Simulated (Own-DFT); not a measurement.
Hf32O63 (monoclinic hafnia with one neutral oxygen vacancy, atoms displaced), Hf16O31 (monoclinic hafnia with two neutral oxygen vacancies, strained, atoms displaced) (calculated)

A calculation, not a measurement: plane-wave PBE and HSE06 DFT by an unreviewed code, no spin, of a simulated cell at Gamma alone, so results move with cell size and shape, stress positive in tension, energies less offsets, not probed for a lower state with spin; hafnium file: forces about 75 meV/angstrom off all-electron values; oxygen file: force components 24 meV/angstrom off all-electron in a glass; k mesh not checked against a denser one; forces and stress are PBE's, HSE06 gives the energy alone, and its difference from PBE has offsets of its own; offsets are fitted by least squares, one for each functional and potential file, so energies compare only between cells with the same atoms and settings and are not formation energies; the far tail of each file's local potential was reset to the Coulomb form; each entry is a single point on an unrelaxed cell, so the pressure reflects the starting lattice, mostly measured values, from which strain is counted, and rises with the displacements; printed positions are rounded, which can move forces by about a meV/angstrom; the program is a retired in-house code; no spin-orbit coupling. Program: Own-DFT development build.

Settings shared by all entries: first functional PBE; second functional HSE06; exact exchange share 0.25; screening 0.11 1/bohr; exchange divergence Gygi-Baldereschi; potential files PseudoDojo norm-conserving, scalar-relativistic, made for PBE, standard set; wave cutoff 48 hartree; occupations fixed; k mesh 1 x 1 x 1 centred on Gamma.

(1) Hf32O63 (monoclinic hafnia with one neutral oxygen vacancy, atoms displaced)

```
cell vectors (Å)
  10.2340     0.0000     0.0000
   0.0000    10.3500     0.0000
  -1.6955     0.0000    10.4453
atoms (fractions of the cell vectors)
Hf  0.14417  0.01967  0.09760
Hf  0.35562  0.28199  0.14838
Hf  0.35963  0.47977  0.39960
Hf  0.13309  0.23311  0.34976
O   0.03285  0.17598  0.17132
O   0.46499  0.40994  0.08317
O   0.45459  0.34157  0.32521
O   0.03332  0.08084  0.42681
O   0.21830  0.38027  0.24198
O   0.28012  0.13704  0.00934
O   0.27262  0.11889  0.25631
O   0.22626  0.36796  0.49060
Hf  0.12419  0.03107  0.60449
Hf  0.35350  0.26821  0.64608
Hf  0.36120  0.47952  0.89848
Hf  0.13811  0.22895  0.85454
O   0.03949  0.16481  0.67671
O   0.45718  0.41214  0.57377
O   0.46460  0.33711  0.82745
O   0.04144  0.08101  0.92289
O   0.23021  0.38073  0.74688
O   0.27361  0.12888  0.50755
O   0.27741  0.11619  0.75712
O   0.21780  0.36990  0.99035
Hf  0.13804  0.51789  0.10674
Hf  0.35866  0.77414  0.14740
Hf  0.35816  0.97556  0.39948
Hf  0.13134  0.73176  0.34636
O   0.03482  0.67227  0.17335
O   0.45286  0.91335  0.07786
O   0.47399  0.82379  0.33665
O   0.04213  0.58878  0.42480
O   0.22340  0.87932  0.23554
O   0.27363  0.62793  0.00489
O   0.26869  0.62421  0.26175
O   0.22047  0.86817  0.49405
Hf  0.14880  0.52155  0.60795
Hf  0.36651  0.77403  0.64454
Hf  0.36552  0.97329  0.89405
Hf  0.13493  0.72005  0.85257
O   0.03668  0.66173  0.67460
O   0.47025  0.91484  0.57425
O   0.46166  0.83568  0.82005
O   0.03203  0.58640  0.91635
O   0.22105  0.87395  0.74688
O   0.27229  0.62771  0.51069
O   0.26778  0.62512  0.75909
O   0.22127  0.87088  0.98974
Hf  0.63340  0.01818  0.09981
Hf  0.86638  0.27100  0.14816
Hf  0.85681  0.48207  0.39062
Hf  0.63433  0.23212  0.34679
O   0.53997  0.16057  0.17643
O   0.96514  0.41334  0.07436
O   0.96783  0.33143  0.32411
O   0.53379  0.07875  0.41478
O   0.72113  0.37998  0.23180
O   0.77345  0.12981  0.00963
O   0.71926  0.36599  0.49147
Hf  0.63850  0.02420  0.60156
Hf  0.86204  0.26702  0.64684
Hf  0.86351  0.47943  0.89656
Hf  0.63462  0.22968  0.85849
O   0.53731  0.17045  0.67059
O   0.96674  0.41409  0.58262
O   0.96536  0.33324  0.83202
O   0.53828  0.08790  0.92572
O   0.72760  0.38476  0.73697
O   0.77550  0.12704  0.50795
O   0.77080  0.11677  0.75894
O   0.73045  0.37481  0.99733
Hf  0.63749  0.52039  0.09990
Hf  0.85877  0.77437  0.14519
Hf  0.85924  0.97557  0.39656
Hf  0.63455  0.73162  0.34815
O   0.53079  0.65993  0.17687
O   0.96328  0.91040  0.07851
O   0.96737  0.83782  0.31903
O   0.54194  0.58290  0.42305
O   0.72202  0.87930  0.24114
O   0.78449  0.63443  0.01092
O   0.77523  0.62262  0.25586
O   0.73008  0.86593  0.48168
Hf  0.64043  0.51152  0.61083
Hf  0.87300  0.77720  0.64934
Hf  0.86452  0.97776  0.89636
Hf  0.64228  0.74126  0.85249
O   0.53764  0.66656  0.67513
O   0.95551  0.92604  0.57155
O   0.96687  0.83560  0.82907
O   0.53970  0.57958  0.92243
O   0.73173  0.87473  0.73445
O   0.77818  0.62267  0.51294
O   0.77392  0.61316  0.75225
O   0.72509  0.88166  0.98833
```

* PBE energy of cell above offsets: -91.300 eV
* HSE06 less PBE above offsets: 0.008 eV
* PBE pressure: 5.55 GPa
* PBE stress xx: -5.76 GPa
* PBE stress yy: -5.28 GPa
* PBE stress zz: -5.59 GPa
* PBE stress yz: 0.13 GPa
* PBE stress xz: 0.25 GPa
* PBE stress xy: 0.89 GPa

Force:
| element | x (eV/Å) | y (eV/Å) | z (eV/Å) |
| --- | --- | --- | --- |
| Hf | -0.569 | 0.395 | 0.952 |
| Hf | 0.281 | -2.641 | 0.11 |
| Hf | 0.761 | 1.65 | 0.255 |
| Hf | 1.046 | -1.61 | 0.843 |
| O | 1.326 | -1.897 | -0.576 |
| O | 0.598 | 1.243 | -1.212 |
| O | 1.458 | -1.322 | -0.363 |
| O | 0.156 | 1.133 | -0.922 |
| O | -0.234 | 0.289 | -0.321 |
| O | -0.192 | -0.64 | -0.18 |
| O | -0.061 | 0.067 | 0.214 |
| O | -0.965 | 0.088 | 0.169 |
| Hf | 3.541 | -3.466 | -0.791 |
| Hf | 1.593 | -0.165 | -0.344 |
| Hf | 0.474 | 0.405 | -0.179 |
| Hf | 0.531 | 0.132 | 0.816 |
| O | -2.061 | 2.143 | 0.692 |
| O | 0.679 | 0.285 | 0.863 |
| O | 0.41 | -0.394 | 0.223 |
| O | -0.785 | -0.085 | -0.323 |
| O | -0.599 | -0.237 | -0.464 |
| O | -0.027 | -0.195 | 0.172 |
| O | -0.05 | 0.402 | 0.483 |
| O | 0.296 | 0.84 | 0.37 |
| Hf | -0.767 | 1.292 | -0.426 |
| Hf | -0.236 | -2.13 | 0.446 |
| Hf | 0.234 | 0.537 | -0.49 |
| Hf | 0.746 | -0.209 | 1.772 |
| O | -0.101 | -1.201 | -1.293 |
| O | 1.896 | 1.089 | -0.326 |
| O | -3.43 | 2.204 | -0.973 |
| O | -1.779 | -1.348 | -0.187 |
| O | 0.467 | 0.182 | 0.636 |
| O | 0.184 | -0.089 | 1.04 |
| O | 0.766 | -0.649 | -0.532 |
| O | 0.644 | 0.349 | -0.483 |
| Hf | -1.761 | 0.079 | -1.1 |
| Hf | -1.358 | -0.838 | -0.787 |
| Hf | -2.103 | 1.1 | -0.265 |
| Hf | 1.075 | 2.191 | 0.243 |
| O | -0.609 | 0.508 | -0.37 |
| O | -0.238 | 0.132 | 0.278 |
| O | 1.527 | -0.172 | 1.071 |
| O | -0.755 | -1.428 | 1.303 |
| O | 0.328 | 0.849 | -0.846 |
| O | 1.079 | 0.283 | 0.531 |
| O | 1.736 | -1.165 | 0.318 |
| O | 0.037 | 0.09 | 0.049 |
| Hf | 0.6 | 0.849 | 1.701 |
| Hf | -1.566 | -0.358 | -1.018 |
| Hf | 0.419 | 0.645 | 1.902 |
| Hf | -0.121 | -0.935 | 0.98 |
| O | -1.046 | 0.818 | -0.591 |
| O | 0.908 | 1.019 | 0.448 |
| O | -1.471 | 1.41 | 0.761 |
| O | 0.061 | 0.359 | 0.58 |
| O | 0.111 | -0.312 | 1.535 |
| O | 0.448 | 0.136 | 0.56 |
| O | 0.688 | 0.18 | -0.501 |
| Hf | -0.166 | -0.074 | -0.759 |
| Hf | -0.277 | 1.555 | -0.517 |
| Hf | -0.568 | 0.428 | -0.598 |
| Hf | 0.725 | 0.743 | -0.75 |
| O | -0.344 | -0.136 | 0.164 |
| O | 0.088 | -0.286 | -0.588 |
| O | 0.262 | -0.797 | -0.442 |
| O | -1.393 | -1.003 | -0.559 |
| O | 0.191 | -2.416 | 1.48 |
| O | 0.086 | 0.222 | -0.105 |
| O | 0.59 | 0.328 | 0.406 |
| O | -0.602 | -0.444 | -1.479 |
| Hf | 0.198 | 0.673 | 0.491 |
| Hf | 0.235 | -0.589 | 0.257 |
| Hf | -0.455 | 0.678 | -1.808 |
| Hf | 1.535 | -2.168 | 1.923 |
| O | -0.326 | 0.238 | -1.23 |
| O | 1.173 | 1.645 | -0.83 |
| O | -0.893 | 0.686 | 0.699 |
| O | -1.194 | -0.909 | 0.222 |
| O | 0.146 | 0.682 | -1.062 |
| O | -0.805 | 0.054 | -0.711 |
| O | 0.363 | -0.538 | 0.07 |
| O | -0.548 | 0.341 | 1.164 |
| Hf | -0.458 | 2.382 | -2.32 |
| Hf | -1.206 | -2.527 | -1.581 |
| Hf | 0.177 | 0.848 | 0.323 |
| Hf | 0.07 | -2.79 | -0.919 |
| O | -0.474 | 0.21 | 0.143 |
| O | 0.687 | -0.633 | 1.641 |
| O | 0.035 | -0.055 | -0.285 |
| O | -0.207 | 0.716 | -0.293 |
| O | -0.978 | 0.544 | 0.634 |
| O | 0.591 | 0.093 | -0.283 |
| O | 0.164 | 1.427 | 1.63 |
| O | -0.642 | -1.022 | -0.586 |

(2) Hf16O31 (monoclinic hafnia with two neutral oxygen vacancies, strained, atoms displaced)

```
cell vectors (Å)
  10.1873     0.1836     0.0646
   0.1857    10.5200     0.1532
  -1.6218     0.1242    10.4111
atoms (fractions of the cell vectors)
Hf  0.14208  0.01732  0.10752
Hf  0.35823  0.26530  0.14789
Hf  0.35869  0.48538  0.39885
Hf  0.13397  0.22017  0.34754
O   0.03672  0.16004  0.16613
O   0.03930  0.08014  0.43135
O   0.23458  0.37338  0.23849
O   0.27580  0.14375  0.01304
O   0.28679  0.11819  0.26310
O   0.22530  0.36227  0.48812
Hf  0.14030  0.02615  0.59213
Hf  0.35081  0.26821  0.63585
Hf  0.35012  0.46585  0.89186
Hf  0.13303  0.22953  0.84847
O   0.03256  0.16497  0.67372
O   0.47751  0.41877  0.58113
O   0.46781  0.33768  0.84232
O   0.03733  0.08307  0.92591
O   0.22605  0.37205  0.73200
O   0.26731  0.12334  0.52080
O   0.27751  0.11591  0.75053
O   0.22031  0.36105  0.97613
Hf  0.13439  0.52523  0.10496
Hf  0.36768  0.76193  0.14178
Hf  0.36739  0.96708  0.38256
Hf  0.14245  0.72909  0.34666
O   0.03346  0.66534  0.18225
O   0.46775  0.91399  0.08382
O   0.46031  0.83500  0.32669
O   0.03226  0.58116  0.42221
O   0.22211  0.88485  0.24270
O   0.27189  0.64511  0.02467
O   0.27952  0.61287  0.25710
O   0.21924  0.85829  0.49911
Hf  0.14377  0.52826  0.61005
Hf  0.36282  0.76783  0.65496
Hf  0.35188  0.98594  0.89155
Hf  0.14565  0.73410  0.85323
O   0.03121  0.67253  0.68513
O   0.45572  0.92589  0.56929
O   0.45450  0.83899  0.81796
O   0.03132  0.59087  0.91906
O   0.22357  0.88879  0.74370
O   0.28018  0.63369  0.50969
O   0.26698  0.61751  0.75060
O   0.23125  0.86521  0.98840
Hf  0.64240  0.01637  0.10348
Hf  0.85745  0.27055  0.14001
Hf  0.87224  0.47401  0.39550
Hf  0.62734  0.23030  0.34335
O   0.53906  0.15408  0.17795
O   0.96103  0.40606  0.07635
O   0.96105  0.33896  0.33019
O   0.53105  0.08181  0.42919
O   0.73165  0.37850  0.24240
O   0.78210  0.13935  0.00287
O   0.78533  0.13208  0.24661
O   0.73293  0.36774  0.48295
Hf  0.62933  0.02178  0.60177
Hf  0.86891  0.25777  0.64089
Hf  0.87013  0.48835  0.89684
Hf  0.63359  0.23180  0.86767
O   0.53549  0.17539  0.66532
O   0.96688  0.41215  0.58302
O   0.96717  0.34292  0.83531
O   0.53614  0.07935  0.91027
O   0.71714  0.37032  0.73477
O   0.76475  0.13895  0.49891
O   0.77263  0.11536  0.78235
O   0.72529  0.36091  0.98337
Hf  0.63961  0.52492  0.10536
Hf  0.85313  0.76274  0.14249
Hf  0.86588  0.98203  0.39905
Hf  0.63730  0.73451  0.35545
O   0.54204  0.67186  0.17429
O   0.94939  0.91250  0.07447
O   0.95667  0.83115  0.32543
O   0.53957  0.57630  0.43440
O   0.72393  0.87968  0.24557
O   0.75849  0.63080  0.02763
O   0.77347  0.60272  0.25690
O   0.73657  0.88296  0.48971
Hf  0.63707  0.51834  0.60866
Hf  0.86055  0.77353  0.64680
Hf  0.86652  0.98583  0.90035
Hf  0.65189  0.71864  0.86271
O   0.53444  0.67251  0.66521
O   0.96394  0.90944  0.58109
O   0.96718  0.82584  0.83734
O   0.52870  0.58467  0.90818
O   0.72359  0.87178  0.73973
O   0.77414  0.63514  0.50067
O   0.77395  0.63079  0.75999
O   0.71495  0.87119  0.99747
```

* PBE energy of cell above offsets: -80.860 eV
* HSE06 less PBE above offsets: 1.307 eV
* PBE pressure: 4.93 GPa
* PBE stress xx: -5.08 GPa
* PBE stress yy: -2.9 GPa
* PBE stress zz: -6.82 GPa
* PBE stress yz: 1.44 GPa
* PBE stress xz: 0.52 GPa
* PBE stress xy: 4.41 GPa

Force:
| element | x (eV/Å) | y (eV/Å) | z (eV/Å) |
| --- | --- | --- | --- |
| Hf | -0.704 | 0.315 | -1.731 |
| Hf | 0.727 | 0.861 | -0.317 |
| Hf | 2.244 | -1.707 | 0.875 |
| Hf | 0.403 | 1.487 | 0.712 |
| O | 0.264 | 0.461 | 1.417 |
| O | -1.238 | 1.194 | -3.181 |
| O | -1.096 | 0.584 | -0.034 |
| O | -0.483 | -2.764 | -0.839 |
| O | -1.125 | 0.322 | -0.481 |
| O | 0.148 | 0.947 | -0.831 |
| Hf | -0.509 | -4.09 | 4.536 |
| Hf | 3.239 | -0.808 | 0.386 |
| Hf | 2.103 | 1.557 | 0.293 |
| Hf | 0.106 | -0.377 | 0.905 |
| O | 1.503 | -1.089 | 0.266 |
| O | -3.075 | -1.199 | -0.342 |
| O | -1.384 | -0.011 | -0.666 |
| O | 0.714 | -0.036 | -0.285 |
| O | -0.871 | 0.737 | 0.578 |
| O | 1.846 | 1.814 | -2.838 |
| O | -0.538 | 1.49 | 0.984 |
| O | -0.071 | 1.846 | 1.374 |
| Hf | 0.317 | -1.066 | -0.071 |
| Hf | 0.048 | 2.665 | 0.185 |
| Hf | -1.705 | 3.36 | 4.423 |
| Hf | -1.817 | 0.528 | 2.685 |
| O | 0.301 | -0.932 | -1.623 |
| O | -0.299 | 0.44 | -0.352 |
| O | 2.366 | -3.477 | -1.014 |
| O | 2.209 | 1.113 | 0.659 |
| O | -0.301 | -1.563 | -0.285 |
| O | -1.053 | -3.147 | -2.567 |
| O | -0.553 | 1.081 | 0.117 |
| O | 0.258 | 0.934 | -1.468 |
| Hf | -2.704 | -0.381 | -2.024 |
| Hf | 0.602 | 1.711 | -1.372 |
| Hf | 2.336 | -1.348 | 0.322 |
| Hf | -1.25 | 1.405 | -0.04 |
| O | 1.494 | -1.939 | -1.312 |
| O | 0.06 | -1.15 | 0.729 |
| O | 1.24 | -0.323 | 1.614 |
| O | 0.579 | -0.745 | 1.713 |
| O | -0.964 | -0.822 | 0.062 |
| O | -0.622 | -1.564 | -0.562 |
| O | 0.855 | -0.138 | 1.638 |
| O | -0.479 | 1.806 | 0.647 |
| Hf | -0.242 | -0.029 | -0.8 |
| Hf | -0.876 | -0.41 | -0.001 |
| Hf | -3.247 | 1.379 | 1.826 |
| Hf | 1.324 | 0.934 | 1.684 |
| O | -1.425 | 1.138 | -0.563 |
| O | 2.109 | 3.012 | -0.181 |
| O | 3.787 | -3.768 | -1.485 |
| O | 0.042 | 0.718 | -2.21 |
| O | -1.376 | -0.108 | -1.699 |
| O | -0.708 | -1.614 | 1.851 |
| O | -0.84 | -2.159 | 1.67 |
| O | -0.433 | 0.464 | 0.265 |
| Hf | -0.351 | 0.292 | 1.174 |
| Hf | -4.585 | 3.422 | -0.556 |
| Hf | -0.714 | -2.827 | -0.802 |
| Hf | 1.545 | -0.699 | -3.218 |
| O | -0.434 | -0.13 | 0.417 |
| O | 0.792 | 0.364 | 0.489 |
| O | 0.388 | -0.766 | -0.869 |
| O | -0.827 | -0.703 | 1.526 |
| O | 1.007 | 0.553 | 0.492 |
| O | 0.853 | -1.332 | 1.161 |
| O | 0.385 | 1.206 | -3.644 |
| O | 0.028 | 3.014 | 1.549 |
| Hf | -2.227 | -3.332 | 1.181 |
| Hf | 0.366 | 2.539 | 2.236 |
| Hf | -0.673 | -0.725 | -0.483 |
| Hf | 1.706 | -1.629 | 1.41 |
| O | 0.057 | -0.439 | -0.013 |
| O | 1.844 | 0.294 | 1.73 |
| O | 1.176 | -0.221 | 0.093 |
| O | -0.806 | 1.221 | -2.856 |
| O | -0.437 | -0.19 | -0.36 |
| O | 2.773 | -0.083 | -2.765 |
| O | -0.062 | 2.251 | 0.092 |
| O | -1.857 | -0.866 | -0.392 |
| Hf | 1.287 | -0.289 | -0.565 |
| Hf | -0.586 | 0.191 | -0.619 |
| Hf | -0.132 | -2.151 | -0.671 |
| Hf | -3.728 | 3.502 | -2.051 |
| O | 0.555 | -0.299 | 0.713 |
| O | 1.102 | 1.773 | -0.584 |
| O | -0.369 | 0.994 | 0.006 |
| O | -0.277 | -0.699 | 1.53 |
| O | -0.417 | 0.699 | 0.261 |
| O | -0.171 | 0.632 | 1.166 |
| O | 0.912 | -2.161 | 1.044 |
| O | 0.645 | -0.949 | -1.065 |
